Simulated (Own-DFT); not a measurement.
# How strain changes the stress of 4H SiC, 72 atoms (C36Si36)

Calculated results; nothing here was measured. The program, named Own-DFT, is a retired in-house plane-wave density functional code that no person has reviewed. Each row is one single-point run on a periodic cell that was not relaxed, without spin or spin-orbit coupling.

Settings of every run: PBE; PseudoDojo norm-conserving scalar-relativistic files; cutoff 42 hartree; 4 x 4 x 3 k mesh centred on Gamma; Fermi-Dirac smearing of 0.1 eV.

Known limits: forces on such cells passed a denser k mesh, each cell not checked; stress not checked against mesh or cutoff.

Unstrained cell vectors in Å: (9.248, 0.000, 0.000); (-4.624, 8.009, 0.000); (0.000, 0.000, 10.068). The unstrained cell has measured lattice constants (interpolated for alloys), not those of this functional. That, the random moves and any unrelaxed bonds set the pressure at no strain. Each run strains this cell uniformly, with the atoms carried along. Every atom was also moved at random, by a Gaussian of width 0.05 Å on each axis. Strain is the symmetric tensor, in per cent. Stress is positive in tension, and the pressure is minus a third of its trace.

```
run,e_xx (%),e_yy (%),e_zz (%),e_yz (%),e_xz (%),e_xy (%),s_xx (GPa),s_yy (GPa),s_zz (GPa),s_yz (GPa),s_xz (GPa),s_xy (GPa),P (GPa),E (meV/atom)
1,0.29,0.35,-1.68,-0.99,0.61,0.99,-2.34,-3.49,-18.26,-2.10,2.49,3.19,8.03,38.1
2,-0.03,0.64,-0.60,-0.26,0.25,1.34,-5.04,-1.66,-8.49,-1.14,1.68,8.36,5.06,7.3
3,1.19,1.91,-0.28,-0.51,-0.47,-0.90,1.86,4.95,-4.71,-1.58,-2.07,-4.18,-0.70,19.0
4,-0.36,1.62,1.47,0.27,-0.33,1.84,-2.97,3.48,2.25,1.37,-0.93,8.11,-0.92,0.0
5,-0.45,0.98,1.60,1.64,-0.08,-1.76,-8.31,-0.65,3.21,5.66,-1.59,-8.86,1.92,50.1
6,1.82,-1.66,-0.79,1.83,-0.35,-0.49,2.43,-13.47,-9.67,4.66,-2.11,-3.87,6.90,27.4
7,0.95,0.87,-0.94,-0.65,-0.48,0.11,1.84,0.36,-12.75,-2.21,-1.12,0.58,3.52,17.8
8,-0.19,0.93,0.80,1.42,1.90,-0.76,-5.25,0.93,-3.42,4.34,6.49,-2.85,2.58,41.0
9,-0.28,-0.37,1.69,-0.58,-0.16,-1.55,-7.29,-6.73,4.26,-2.10,-0.33,-6.55,3.25,22.9
10,-1.41,0.67,0.64,-1.19,0.24,-0.28,-11.26,-3.51,-2.44,-4.50,1.44,-3.51,5.74,28.4
11,-1.50,-1.26,0.43,0.02,-0.31,0.91,-14.03,-14.98,-3.14,-0.25,-1.52,5.87,10.72,20.4
12,-1.58,-1.32,-1.82,-1.45,-1.92,1.38,-15.85,-15.74,-20.96,-4.64,-7.38,5.57,17.52,76.2
13,0.35,1.84,-1.75,0.97,1.48,-1.97,-0.31,2.43,-17.66,3.77,5.01,-8.50,5.18,46.1
14,0.04,-1.49,-0.75,-1.30,1.47,-0.71,-5.83,-14.00,-13.10,-4.39,5.53,-5.02,10.98,45.3
15,-1.22,1.16,-0.04,-0.63,-0.99,1.15,-11.59,0.78,-7.28,-2.87,-2.42,7.67,6.03,38.1
16,1.15,-0.58,-1.37,0.55,1.89,1.32,-0.15,-7.72,-15.83,2.23,6.51,6.21,7.90,38.9
17,-0.28,-1.72,-1.03,-0.52,-1.53,0.27,?,?,?,?,?,?,?,?
```

E is the free energy for each atom above the lowest run shown.

## Worked fit

Each stress component was fitted by least squares to a constant and the strains of the runs shown, as fractions, with shears doubled. Shear strains stay in the fit of a normal stress only where such slopes are resolved. The slopes, in GPa:

```
stress  at no strain  per e_xx  per e_yy  per e_zz  scatter
  s_xx          -5.2  530 ± 32  115 ± 26   -5 ± 28     1.20
  s_yy          -5.6  108 ± 26  546 ± 21   52 ± 23     0.96
  s_zz          -6.6   80 ± 40   23 ± 33  666 ± 35     1.48
```

Each shear stress against twice its own strain: yz 159 ± 10, xz 187 ± 7, xy 246 ± 18 GPa. These are stiffnesses along x, y and z of the frame in which the cell vectors are given, which need not be the crystal's axes. The atoms are held to the strained lattice; where symmetry lets them move under strain, relaxing them would lower some slopes. The table should be nearly symmetric about its diagonal, and what it lacks of that shows the noise. A ninth of its sum, 235 ± 6 GPa, estimates the bulk modulus near the mean pressure of these runs, 5.9 GPa, so it lies above the value at zero pressure.

## Withheld run

Question: what normal stresses and pressure should run 17 give?

The fit gives s_xx = -8.6, s_yy = -15.8, s_zz = -14.1 and P = 12.8 GPa. The calculation gave -8.74, -15.12, -14.87 and P = 12.91 GPa.
